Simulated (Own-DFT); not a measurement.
# Strain and stress in wurtzite AlGaN with randomly placed atoms, 72 atoms (Al27Ga9N36)

All numbers below are calculated, not measured. The program, named Own-DFT, is a retired in-house plane-wave density functional code that no person has reviewed. Each row is one single-point run on a periodic cell that was not relaxed, without spin or spin-orbit coupling.

Settings of every run: PBE; PseudoDojo norm-conserving scalar-relativistic files; cutoff 42 hartree; 4 x 4 x 3 k mesh centred on Gamma; Fermi-Dirac smearing of 0.1 eV.

Known limits: forces on such cells passed a denser k mesh, each cell not checked; stress not checked against mesh or cutoff.

Unstrained cell vectors in Å: (9.394, 0.000, 0.000); (-4.697, 8.135, 0.000); (0.000, 0.000, 10.066). The unstrained cell has measured lattice constants (interpolated for alloys), not those of this functional. That, the random moves and any unrelaxed bonds set the pressure at no strain. Each run strains this cell uniformly, with the atoms carried along. Every atom was also moved at random, by a Gaussian of width 0.05 Å on each axis. The random placing of the alloy's atoms differs from row to row. Strain is the symmetric tensor, in per cent. Stress is positive in tension, and the pressure is minus a third of its trace.

```
run,e_xx (%),e_yy (%),e_zz (%),s_xx (GPa),s_yy (GPa),s_zz (GPa),P (GPa),E (meV/atom)
1,1.00,1.00,0.00,-0.74,-0.48,-5.71,2.31,0.0
2,-2.75,-2.75,0.00,-22.50,-29.43,-10.67,20.87,82.7
3,3.00,3.00,0.00,9.34,6.89,-2.78,-4.48,11.2
4,-2.50,-2.50,0.00,-25.56,-19.88,-10.91,18.78,59.8
5,-1.25,-1.25,0.00,-14.02,-15.15,-8.62,12.60,35.2
6,1.75,1.75,0.00,3.92,1.98,-5.28,-0.21,8.3
7,-2.00,-2.00,0.00,-19.28,-21.67,-8.39,16.45,51.3
8,-1.75,-1.75,0.00,-20.35,-15.73,-9.56,15.21,47.9
9,0.50,0.50,0.00,?,?,?,?,?
```

E is the free energy for each atom above the lowest run shown.

## Worked fit

The change of volume is close to e_xx + e_yy + e_zz. A straight line through the runs shown gives P = 7.81 - 220 x (fractional change of volume) GPa, with an error of 7 on the slope and a scatter of 0.84 GPa. The strain isn't the same on all axes and the cell isn't cubic, so the slope belongs to this path and is not the bulk modulus.

## Withheld run

Question: what pressure should run 9 give? Its volume changes by 1.00 %.

The line gives 5.6 GPa. The calculation gave 4.23 GPa.
